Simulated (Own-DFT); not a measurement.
# Computed records: Si4SnGe11 (diamond-structure random alloy, strained, atoms displaced), Si2SnGe13 (diamond-structure random alloy, strained, atoms displaced)

Computed with Own-DFT development build. A calculation, not a measurement: plane-wave density functional theory by an unreviewed code, no spin, of a simulated periodic cell, stress positive in tension, run twice, with PBE and with PBEsol, both on files made for PBE, so the change isn't that of files made for PBEsol, forces on such cells moved up to 12 meV/angstrom on a denser k mesh; the far tail of each file's local potential was reset to the Coulomb form; each entry is a single point on an unrelaxed cell, so the pressure reflects the starting lattice, mostly measured values (interpolated for alloys), from which strain is counted, and rises with the displacements; printed positions are rounded, which can move forces by about a meV/angstrom; the program, named Own-DFT, is a retired in-house code; no spin-orbit coupling; stress was not checked against mesh or cutoff.

Common to all runs: functional PBE, then PBEsol; potential files PseudoDojo norm-conserving, scalar-relativistic, standard set; wave cutoff 49 hartree; occupations Fermi-Dirac; smearing width 0.1 eV; k mesh 3 x 3 x 3 centred on Gamma.

(1) Si4SnGe11 (diamond-structure random alloy, strained, atoms displaced)

```
Si4SnGe11
1.0
     11.0520     0.0000     0.0000
      0.0000    11.0520     0.0000
      0.0000     0.0000    11.3064
Ge Si Ge Si Ge Si Ge Si Ge Sn Ge Si Ge Sn Ge Si Ge Si Ge Si Ge Si Ge Si Ge Si Sn
11 2 5 4 2 1 3 2 6 1 3 1 1 1 1 1 4 1 3 1 3 1 1 1 1 1 2
Direct
  0.00187 0.00120 0.00891
  0.99644 0.24758 0.24851
  0.24906 0.00476 0.25055
  0.25247 0.24568 0.99844
  0.12740 0.12501 0.11881
  0.13437 0.37322 0.37711
  0.37201 0.11883 0.37159
  0.37502 0.37730 0.12022
  0.00587 0.99517 0.50362
  0.99777 0.24675 0.74813
  0.25008 0.01214 0.75034
  0.23871 0.25318 0.49983
  0.12497 0.12372 0.62132
  0.11924 0.37450 0.87067
  0.36985 0.12137 0.87868
  0.38294 0.37584 0.62552
  0.00320 0.49930 0.00163
  0.00038 0.75005 0.24519
  0.24476 0.50372 0.24794
  0.24434 0.75005 0.99693
  0.12625 0.61509 0.12098
  0.12731 0.87515 0.37781
  0.37457 0.61782 0.37512
  0.36519 0.87764 0.11963
  0.99740 0.49557 0.48497
  0.00195 0.73989 0.74198
  0.24944 0.50173 0.74574
  0.24977 0.74749 0.49698
  0.12153 0.62996 0.61644
  0.11788 0.87628 0.88060
  0.37887 0.62813 0.88053
  0.37024 0.87270 0.62205
  0.49969 0.99532 0.00249
  0.50365 0.25073 0.24707
  0.75841 0.99748 0.24722
  0.75167 0.24470 0.00210
  0.62950 0.12764 0.12522
  0.62615 0.37128 0.37648
  0.87319 0.12767 0.36820
  0.87173 0.37674 0.12436
  0.50509 0.00127 0.50015
  0.50732 0.25310 0.74060
  0.76287 0.00401 0.74866
  0.74567 0.24772 0.50322
  0.62742 0.12783 0.62524
  0.62813 0.37203 0.87698
  0.86958 0.12856 0.87949
  0.87486 0.37566 0.62648
  0.49688 0.50160 0.00332
  0.49173 0.75241 0.25796
  0.76031 0.50660 0.24560
  0.74971 0.75087 0.99962
  0.62343 0.61743 0.12371
  0.62999 0.87106 0.37185
  0.87428 0.62191 0.37631
  0.87737 0.87748 0.12182
  0.49524 0.49790 0.49519
  0.49899 0.74406 0.75145
  0.74158 0.50803 0.74784
  0.74654 0.74576 0.49402
  0.62676 0.62551 0.63006
  0.62974 0.87606 0.87845
  0.88903 0.63023 0.87334
  0.87485 0.87601 0.62579
```

- PBE pressure: 8.53 GPa
- PBE stress xx: -8.93 GPa
- PBE stress yy: -9.08 GPa
- PBE stress zz: -7.57 GPa
- PBE stress yz: 0.1 GPa
- PBE stress xz: 0.27 GPa
- PBE stress xy: 0.38 GPa
- PBEsol pressure: 5.62 GPa
- PBEsol stress xx: -6.02 GPa
- PBEsol stress yy: -6.17 GPa
- PBEsol stress zz: -4.66 GPa
- PBEsol stress yz: 0.11 GPa
- PBEsol stress xz: 0.26 GPa
- PBEsol stress xy: 0.37 GPa
- rms change of force components from PBE to PBEsol: 0.055 eV/Å

Force:
```csv
force element,PBE force x (eV/Å),PBE force y (eV/Å),PBE force z (eV/Å),PBEsol force x (eV/Å),PBEsol force y (eV/Å),PBEsol force z (eV/Å)
Ge,-0.326,-0.021,-1.691,-0.354,0.013,-1.594
Ge,1.035,0.744,-0.392,0.99,0.711,-0.386
Ge,-0.929,-1.131,-0.238,-0.86,-1.056,-0.274
Ge,-0.551,1.284,-0.298,-0.536,1.228,-0.291
Ge,-0.039,0.529,1.314,-0.039,0.5,1.275
Ge,-1.324,0.657,-1.368,-1.326,0.622,-1.369
Ge,0.747,1.393,1.338,0.709,1.347,1.221
Ge,-0.74,-0.206,1.23,-0.673,-0.228,1.155
Ge,0.842,1.619,-2.025,0.755,1.562,-1.953
Ge,0.204,-0.286,-0.153,0.158,-0.233,-0.101
Ge,-0.983,-1.791,-0.27,-0.892,-1.735,-0.24
Si,2.091,-1.181,1.042,2.084,-1.106,0.968
Si,-0.117,0.676,0.131,-0.158,0.609,0.18
Ge,0.983,-0.22,0.155,0.949,-0.214,0.151
Ge,1.98,0.577,-0.571,1.897,0.552,-0.545
Ge,-1.784,-0.297,-0.645,-1.689,-0.255,-0.597
Ge,0.592,-1.529,0.934,0.535,-1.526,0.854
Ge,0.768,-0.269,0.465,0.677,-0.253,0.443
Si,0.726,-0.647,-0.185,0.758,-0.689,-0.118
Si,-0.31,-0.204,0.234,-0.225,-0.203,0.232
Si,0.312,1.488,0.39,0.213,1.465,0.36
Si,-0.035,-0.133,-0.887,-0.034,-0.13,-0.866
Ge,-0.603,0.767,-0.801,-0.579,0.737,-0.692
Ge,0.344,-1.03,0.877,0.342,-0.919,0.858
Si,0.656,0.088,1.908,0.615,0.05,1.83
Ge,3.182,2.275,-0.661,3.018,2.228,-0.621
Ge,-0.132,0.457,0.031,-0.097,0.405,0.064
Ge,-0.324,0.056,-0.232,-0.244,0.062,-0.218
Si,0.28,-1.7,-0.531,0.303,-1.63,-0.487
Si,0.628,-0.217,-1.157,0.569,-0.166,-1.171
Ge,-0.927,0.154,-0.686,-0.888,0.072,-0.653
Ge,1.072,0.461,0.649,0.979,0.439,0.617
Ge,-0.376,-0.67,-1.332,-0.413,-0.612,-1.257
Ge,-1.933,1.163,1.492,-1.866,1.132,1.445
Ge,-0.221,-1.189,1.311,-0.166,-1.112,1.23
Ge,1.103,2.616,-1.357,1.077,2.538,-1.328
Sn,-0.901,-1.663,0.452,-0.87,-1.61,0.439
Ge,0.321,0.889,-0.629,0.301,0.85,-0.605
Ge,0.304,-0.604,1.688,0.291,-0.583,1.615
Ge,0.758,-0.385,-0.276,0.734,-0.373,-0.262
Si,0.138,-0.451,-0.068,0.059,-0.445,-0.076
Ge,-0.419,-0.89,1.515,-0.436,-0.798,1.501
Sn,-4.568,1.617,2.251,-4.367,1.589,2.215
Ge,0.706,0.053,-0.251,0.717,0.1,-0.289
Si,-1.067,-0.425,-1.005,-1.006,-0.363,-0.945
Ge,-0.374,0.496,-0.144,-0.366,0.484,-0.149
Ge,2.842,0.874,1.311,2.759,0.861,1.276
Ge,-0.146,0.623,-0.64,-0.177,0.564,-0.589
Ge,0.545,-0.641,-0.926,0.531,-0.623,-0.893
Si,0.69,0.018,-1.111,0.627,-0.021,-1.126
Ge,-1.57,-0.921,0.56,-1.52,-0.895,0.53
Ge,-0.821,0.514,0.664,-0.749,0.474,0.68
Ge,-0.159,1.723,1.017,-0.121,1.631,0.953
Si,-0.713,0.36,0.219,-0.659,0.407,0.169
Ge,0.372,1.064,-0.091,0.347,1.025,-0.179
Ge,-0.301,-0.881,0.306,-0.289,-0.842,0.307
Ge,1.347,0.077,0.647,1.299,0.063,0.632
Si,0.395,1.475,0.235,0.355,1.402,0.199
Ge,1.222,-1.879,0.741,1.176,-1.828,0.706
Si,-0.562,-0.25,-0.043,-0.506,-0.302,0.004
Ge,-1.436,0.91,-1.901,-1.374,0.806,-1.829
Si,-1.43,-0.865,-0.391,-1.367,-0.822,-0.343
Sn,-2.534,-1.315,1.068,-2.471,-1.28,1.036
Sn,1.471,-3.806,-3.221,1.494,-3.675,-3.102
```

(2) Si4SnGe11 (diamond-structure random alloy, strained, atoms displaced)

```
Si4SnGe11
1.0
     11.0520     0.0000     0.0000
      0.0000    11.0520     0.0000
      0.0000     0.0000    11.3064
Ge Si Ge Si Ge Si Ge Si Ge Si Ge Si Ge Si Ge Si Ge Sn Ge Si Ge Si Ge Sn Ge Sn Ge Sn Si Ge Si
1 1 1 1 1 1 2 1 9 1 5 2 3 1 4 1 3 1 1 2 1 1 6 1 4 1 2 1 2 1 2
Direct
  0.00546 0.99156 0.99977
  0.00575 0.24406 0.25801
  0.25071 0.99598 0.25795
  0.25361 0.25088 0.00139
  0.12587 0.13150 0.12957
  0.11938 0.37210 0.38349
  0.37427 0.12192 0.36699
  0.37609 0.37153 0.12019
  0.00079 0.99134 0.49573
  0.00106 0.24705 0.74313
  0.25224 0.99940 0.74660
  0.25452 0.24157 0.50819
  0.12703 0.12071 0.62924
  0.13498 0.36596 0.87374
  0.37601 0.12141 0.87361
  0.37476 0.38047 0.62885
  0.99603 0.49557 0.00481
  0.99890 0.75036 0.25261
  0.25049 0.50285 0.25127
  0.24837 0.75467 0.99566
  0.12502 0.63296 0.12560
  0.12291 0.87909 0.36927
  0.37821 0.62169 0.37123
  0.37599 0.87106 0.12600
  0.00152 0.49453 0.50293
  0.00840 0.74272 0.74786
  0.24975 0.50267 0.75343
  0.25063 0.75178 0.50065
  0.12278 0.62727 0.62252
  0.12640 0.87847 0.87177
  0.37866 0.61723 0.87932
  0.37875 0.87412 0.62871
  0.50228 0.98926 0.99889
  0.49777 0.25891 0.24588
  0.74767 0.00303 0.25037
  0.74606 0.24138 0.00272
  0.62492 0.12518 0.13116
  0.62799 0.37321 0.37787
  0.87325 0.12848 0.37218
  0.88170 0.37045 0.11843
  0.50461 0.00157 0.49430
  0.49973 0.24534 0.75083
  0.74945 0.99390 0.75432
  0.75157 0.24931 0.49587
  0.62789 0.12883 0.62159
  0.62455 0.38043 0.87556
  0.87138 0.12369 0.87770
  0.87769 0.37817 0.62496
  0.50633 0.49927 0.99614
  0.49895 0.74411 0.24944
  0.74686 0.49768 0.24608
  0.75068 0.75261 0.00123
  0.62287 0.62181 0.12174
  0.62530 0.87954 0.37351
  0.86577 0.62427 0.37109
  0.87197 0.87543 0.12039
  0.50062 0.49387 0.51036
  0.50622 0.75718 0.74967
  0.75085 0.50344 0.73818
  0.75329 0.75120 0.49716
  0.62957 0.62723 0.62588
  0.63303 0.86914 0.87539
  0.87522 0.62963 0.87480
  0.87214 0.87501 0.62681
```

- PBE pressure: 8.29 GPa
- PBE stress xx: -9.01 GPa
- PBE stress yy: -8.74 GPa
- PBE stress zz: -7.12 GPa
- PBE stress yz: -0.09 GPa
- PBE stress xz: 0.74 GPa
- PBE stress xy: -0.2 GPa
- PBEsol pressure: 5.39 GPa
- PBEsol stress xx: -6.09 GPa
- PBEsol stress yy: -5.84 GPa
- PBEsol stress zz: -4.23 GPa
- PBEsol stress yz: -0.1 GPa
- PBEsol stress xz: 0.71 GPa
- PBEsol stress xy: -0.18 GPa
- rms change of force components from PBE to PBEsol: 0.049 eV/Å

Force:
```csv
force element,PBE force x (eV/Å),PBE force y (eV/Å),PBE force z (eV/Å),PBEsol force x (eV/Å),PBEsol force y (eV/Å),PBEsol force z (eV/Å)
Ge,1.153,2.31,-1.215,1.07,2.274,-1.138
Si,1.029,2.6,-1.73,0.972,2.499,-1.748
Ge,0.067,0.429,-2.003,0.064,0.416,-1.935
Si,0.068,-0.981,-0.135,0.071,-0.967,-0.135
Ge,0.559,-0.769,-0.475,0.542,-0.816,-0.46
Si,1.235,0.034,-0.658,1.266,-0.007,-0.617
Ge,0.982,0.659,1.233,0.912,0.659,1.169
Ge,-0.738,1.488,0.077,-0.629,1.449,0.091
Si,0.06,0.125,1.747,0.107,0.154,1.67
Ge,-0.319,0.035,1.162,-0.298,0.034,1.126
Ge,-0.16,-0.406,0.87,-0.119,-0.357,0.812
Ge,-0.225,0.938,-0.981,-0.204,0.882,-0.915
Ge,-0.826,-0.714,-1.266,-0.752,-0.652,-1.195
Ge,-1.178,0.61,0.248,-1.174,0.636,0.189
Ge,0.141,0.301,0.559,0.129,0.223,0.532
Ge,-0.203,-1.497,0.793,-0.218,-1.419,0.734
Ge,1.323,1.234,-1.687,1.291,1.163,-1.59
Ge,0.299,-0.833,0.675,0.3,-0.809,0.641
Si,-0.711,-0.902,-0.128,-0.661,-0.845,-0.158
Ge,0.164,-0.27,-0.182,0.195,-0.3,-0.121
Ge,0.186,-1.109,0.057,0.147,-1.037,0.03
Ge,-0.155,-1.054,1.287,-0.105,-1.052,1.197
Ge,-0.384,-0.524,1.139,-0.332,-0.46,1.129
Ge,-0.406,0.105,0.203,-0.387,0.094,0.195
Si,-0.38,0.919,-0.794,-0.422,0.949,-0.716
Si,-1.434,1.555,0.901,-1.357,1.484,0.835
Ge,-0.245,0.054,-0.365,-0.221,0.036,-0.355
Ge,0.197,0.017,-0.601,0.193,0.01,-0.575
Ge,0.348,-0.893,-0.289,0.414,-0.869,-0.287
Si,0.053,-0.789,-0.791,0.09,-0.728,-0.737
Ge,-0.161,1.567,-0.675,-0.158,1.511,-0.651
Ge,0.27,0.629,-1.288,0.225,0.59,-1.209
Ge,0.181,1.01,0.204,0.173,0.972,0.199
Ge,0.351,-0.997,0.833,0.343,-0.977,0.794
Si,-1.392,-0.495,-0.303,-1.378,-0.489,-0.297
Ge,0.156,1.099,-0.323,0.163,1.066,-0.308
Ge,-0.761,-0.621,-0.26,-0.762,-0.552,-0.296
Ge,-1.391,-0.885,1.306,-1.394,-0.823,1.225
Sn,0.334,-1.48,0.816,0.325,-1.45,0.793
Ge,-0.01,-1.979,1.032,-0.035,-1.883,0.963
Si,-0.687,0.241,0.644,-0.672,0.232,0.626
Si,0.127,0.814,0.021,0.124,0.797,0.024
Ge,0.384,0.876,-1.024,0.339,0.877,-0.936
Si,-0.8,1.461,1.91,-0.789,1.438,1.878
Ge,-0.246,-0.432,0.185,-0.214,-0.447,0.211
Ge,-0.057,-2.263,-0.282,-0.045,-2.16,-0.233
Ge,0.965,-0.297,-0.421,0.92,-0.295,-0.406
Ge,1.105,-2.127,-2.058,1.065,-2.071,-1.932
Ge,-0.901,-0.278,0.897,-0.868,-0.267,0.863
Ge,0.552,0.692,-0.061,0.527,0.668,-0.064
Sn,0.611,-1.037,-0.703,0.591,-0.998,-0.682
Ge,-1.037,-2.69,-1.539,-1.047,-2.574,-1.473
Ge,-0.763,1.596,-1.019,-0.749,1.549,-0.992
Ge,0.322,-0.738,0.018,0.285,-0.754,-0.023
Ge,2.329,0.867,2.172,2.269,0.84,2.037
Sn,0.205,0.714,1.986,0.241,0.653,1.881
Ge,0.791,1.32,-1.097,0.728,1.242,-1.09
Ge,-0.218,-1.717,0.177,-0.236,-1.626,0.209
Sn,0.425,0.189,2.6,0.438,0.077,2.554
Si,-0.543,0.249,0.71,-0.536,0.238,0.603
Si,-2.004,2.306,-2.426,-2.013,2.225,-2.347
Ge,-0.812,0.396,0.146,-0.792,0.392,0.144
Si,1.152,0.164,0.521,1.086,0.128,0.558
Si,1.022,-0.832,-0.354,0.961,-0.776,-0.289
```

(3) Si2SnGe13 (diamond-structure random alloy, strained, atoms displaced)

```
Si2SnGe13
1.0
     11.1359     0.0000     0.0000
      0.0000    11.1359     0.0000
      0.0000     0.0000    11.3631
Ge Sn Ge Si Ge Si Ge Si Ge Si Ge Si Ge Si Ge Sn Ge Sn Ge Si Ge Sn Ge
9 1 2 1 6 1 9 1 7 1 1 2 1 1 1 1 2 1 1 1 7 1 6
Direct
  0.99787 0.99917 0.00233
  0.00025 0.25285 0.24986
  0.25283 0.99981 0.24809
  0.24877 0.25191 0.99849
  0.13363 0.12755 0.12533
  0.12790 0.36888 0.36934
  0.37468 0.12558 0.37163
  0.36610 0.37103 0.12692
  0.00059 0.99664 0.49740
  0.99374 0.25315 0.75282
  0.25676 0.99711 0.75075
  0.24789 0.24002 0.50034
  0.12592 0.12831 0.62390
  0.13298 0.36978 0.87323
  0.38065 0.12747 0.88126
  0.37754 0.37133 0.62660
  0.00425 0.49766 0.99119
  0.99117 0.74780 0.25211
  0.25554 0.49545 0.24801
  0.25501 0.74320 0.00312
  0.12474 0.62188 0.11962
  0.12638 0.87602 0.37847
  0.37490 0.63398 0.37506
  0.37889 0.88289 0.12883
  0.99970 0.50351 0.50701
  0.00149 0.74688 0.74517
  0.24975 0.50153 0.75088
  0.24734 0.74598 0.49585
  0.12760 0.62872 0.62384
  0.11566 0.87179 0.87263
  0.37825 0.63110 0.88123
  0.38097 0.87763 0.63219
  0.49948 0.99706 0.99647
  0.49945 0.25063 0.25841
  0.75167 0.99342 0.24397
  0.74597 0.25230 0.00334
  0.62952 0.12605 0.12640
  0.62857 0.37806 0.38149
  0.87222 0.13473 0.38077
  0.87304 0.37273 0.12084
  0.50043 0.01451 0.49552
  0.50183 0.25426 0.75018
  0.74685 0.00442 0.74918
  0.74995 0.24368 0.49592
  0.62672 0.12633 0.62195
  0.62407 0.36955 0.87576
  0.87845 0.13001 0.87467
  0.87536 0.37657 0.62210
  0.49391 0.49315 0.99837
  0.49945 0.75571 0.24938
  0.75664 0.50461 0.25677
  0.75167 0.75674 0.99523
  0.62661 0.62995 0.12891
  0.62441 0.88102 0.36887
  0.87926 0.62540 0.37528
  0.86655 0.87064 0.12396
  0.49840 0.50054 0.50448
  0.49941 0.74763 0.74554
  0.75359 0.49797 0.74906
  0.75566 0.75529 0.49964
  0.62280 0.62123 0.62185
  0.63088 0.87362 0.87251
  0.87220 0.62166 0.87507
  0.86957 0.86898 0.62472
```

- PBE pressure: 8.23 GPa
- PBE stress xx: -8.66 GPa
- PBE stress yy: -8.58 GPa
- PBE stress zz: -7.44 GPa
- PBE stress yz: 0.48 GPa
- PBE stress xz: 0.31 GPa
- PBE stress xy: 0.3 GPa
- PBEsol pressure: 5.15 GPa
- PBEsol stress xx: -5.59 GPa
- PBEsol stress yy: -5.51 GPa
- PBEsol stress zz: -4.35 GPa
- PBEsol stress yz: 0.46 GPa
- PBEsol stress xz: 0.29 GPa
- PBEsol stress xy: 0.28 GPa
- rms change of force components from PBE to PBEsol: 0.046 eV/Å

Force:
```csv
force element,PBE force x (eV/Å),PBE force y (eV/Å),PBE force z (eV/Å),PBEsol force x (eV/Å),PBEsol force y (eV/Å),PBEsol force z (eV/Å)
Ge,0.379,-0.158,-0.019,0.33,-0.118,0.004
Ge,-0.586,-0.347,-0.822,-0.524,-0.36,-0.75
Ge,-0.453,0.039,0.577,-0.424,0.053,0.553
Ge,0.542,-0.584,0.185,0.527,-0.56,0.188
Ge,-1.236,-0.369,-0.001,-1.194,-0.355,0.004
Ge,0.041,1.032,1.199,0.045,0.988,1.151
Ge,-0.184,-0.331,0.471,-0.215,-0.279,0.417
Ge,1.542,-0.319,-0.184,1.484,-0.298,-0.183
Ge,-0.295,0.942,0.974,-0.309,0.883,0.91
Sn,3.212,-1.429,0.178,3.095,-1.357,0.225
Ge,-1.569,0.8,0.572,-1.453,0.77,0.543
Ge,0.187,0.891,-0.034,0.222,0.903,-0.089
Si,0.273,-1.849,0.069,0.274,-1.815,0.063
Ge,0.155,1.431,0.381,0.145,1.404,0.378
Ge,-0.521,-0.008,-0.887,-0.5,-0.015,-0.862
Ge,-0.979,0.327,-0.316,-0.935,0.327,-0.296
Ge,-0.513,-0.536,0.828,-0.465,-0.492,0.775
Ge,1.527,0.55,-0.86,1.466,0.523,-0.826
Ge,-0.876,1.213,0.64,-0.859,1.153,0.608
Si,-1.003,1.674,0,-0.955,1.608,0.027
Ge,0.061,0.25,0.72,0.029,0.197,0.722
Ge,-0.29,-0.285,-1.145,-0.289,-0.278,-1.099
Ge,0.7,-1.044,-0.738,0.632,-1.042,-0.67
Ge,-0.303,-1.534,-0.756,-0.298,-1.415,-0.736
Ge,1.931,0.813,-2.343,1.866,0.802,-2.273
Ge,-0.529,0.261,0.721,-0.549,0.215,0.649
Ge,0.657,0.225,0.03,0.634,0.205,0.03
Ge,0.587,1.22,0.987,0.559,1.171,0.951
Ge,0.073,-0.627,0.186,0.054,-0.608,0.178
Si,1.454,-0.046,0.591,1.393,-0.021,0.55
Ge,-1.232,-1.57,0.453,-1.152,-1.575,0.399
Ge,-1.391,1.627,-3.426,-1.379,1.562,-3.275
Ge,1.076,0.332,0.51,1.036,0.331,0.501
Ge,0.828,0.761,-0.81,0.755,0.691,-0.814
Ge,0.106,1.586,0.916,0.082,1.525,0.879
Ge,0.702,-0.232,-0.209,0.636,-0.262,-0.244
Ge,-1.021,-0.386,0.177,-0.982,-0.382,0.165
Si,-0.33,0.051,-0.503,-0.322,0.05,-0.486
Ge,1.238,-2.131,-1.861,1.202,-2.062,-1.793
Si,0.52,0.836,0.391,0.512,0.819,0.381
Si,-1.228,-2.705,-0.901,-1.208,-2.652,-0.893
Ge,-0.834,-0.061,0.898,-0.808,-0.047,0.878
Si,1.749,-1.317,1.275,1.72,-1.296,1.257
Ge,-0.472,2.248,-1.122,-0.413,2.145,-1.065
Sn,-0.561,-0.234,0.938,-0.538,-0.125,0.911
Ge,0.255,1.112,-0.04,0.239,1.07,-0.041
Ge,-2.38,-2.357,1.848,-2.287,-2.255,1.827
Sn,-1.972,0.585,-1.934,-1.92,0.585,-1.872
Ge,0.68,0.406,0.754,0.652,0.391,0.715
Si,0.199,-0.152,0.092,0.2,-0.142,0.086
Ge,-0.722,-1.13,-0.893,-0.687,-1.026,-0.858
Ge,-0.321,-1.394,0.284,-0.313,-1.343,0.282
Ge,-0.431,-0.377,-0.394,-0.38,-0.386,-0.408
Ge,-0.591,-0.268,1.052,-0.498,-0.248,1.01
Ge,-0.139,-0.036,1.143,-0.139,-0.025,1.101
Ge,1.534,0.228,-0.077,1.473,0.227,-0.071
Ge,-0.044,-0.37,-1.106,-0.06,-0.329,-1.021
Sn,1.123,-0.344,1.017,1.091,-0.333,0.992
Ge,-2.104,1.059,1.189,-2.043,1.031,1.153
Ge,-1.564,-1.009,-0.986,-1.498,-0.978,-0.947
Ge,1.962,-0.457,-0.682,1.893,-0.449,-0.656
Ge,0.106,1.42,0.048,0.072,1.342,0.092
Ge,0.492,0.489,-0.237,0.486,0.468,-0.244
Ge,0.788,1.587,0.994,0.791,1.489,0.917
```
